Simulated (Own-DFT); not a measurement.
# A layer strained by its substrate: wurtzite AlN, 72 atoms (Al36N36)

Source: density functional calculations with Own-DFT, an unreviewed in-house program that is no longer used. Nothing was measured or relaxed, and spin and spin-orbit coupling are left out.

Common settings: PBE; PseudoDojo norm-conserving scalar-relativistic files; cutoff 42 hartree; 3 x 3 x 2 k mesh centred on Gamma; Fermi-Dirac smearing of 0.1 eV.

Known weak points: forces on such cells moved up to 12 meV/angstrom on a denser k mesh; stress not checked against mesh or cutoff.

Unstrained cell vectors in Å: (9.336, 0.000, 0.000); (-4.668, 8.085, 0.000); (0.000, 0.000, 9.964). The unstrained cell has measured lattice constants (interpolated for alloys), not those of this functional. That, the random moves and any unrelaxed bonds set the pressure at no strain. Each run strains x and y alike by e, as a substrate would, and holds the height along z. Each coordinate of each atom was shifted by a normal deviate of width 0.05 Å. Stress is positive in tension.

| e (%) | u (Å) | (s_xx + s_yy)/2 (GPa) | s_zz (GPa) |
|---|---|---|---|
| -1.50 | 0.048 | -13.98 | -9.97 |
| -1.00 | 0.042 | -10.01 | -8.07 |
| -0.50 | 0.048 | -8.23 | -6.02 |
| -0.25 | 0.051 | -6.69 | -6.97 |
| 1.25 | 0.048 | 1.67 | -3.24 |
| 1.50 | 0.054 | 2.09 | -3.94 |
| 1.75 | 0.048 | ? | ? |
| 2.00 | 0.052 | 4.29 | -2.21 |
| 2.25 | 0.048 | 5.57 | -1.42 |
| 3.00 | 0.050 | 9.24 | -0.19 |

## Worked fit

With e as a fraction, the in-plane stress is -5.2 + 530 e - 1859 e² GPa (errors 17 and 931, scatter 0.47), and s_zz is -6.2 + 202 e GPa (slope ± 14, scatter 0.64). At e = 0 the first slope is C11 + C12 and the second 2 C13, both with the ions held to the strained lattice and at the cell's own pressure. A free layer would change its height as e changes, and the in-plane slope would drop by 2 C13²/C33 to the biaxial modulus. At fixed height, a misfit of 1 % moves the in-plane stress by about 5.3 GPa and s_zz by 2.0 GPa.

## Check

Asked: what are the two stresses at e = 1.75 %?

The fitted form gives 3.5 and -2.6 GPa. Computed: 3.55 and -1.84 GPa.
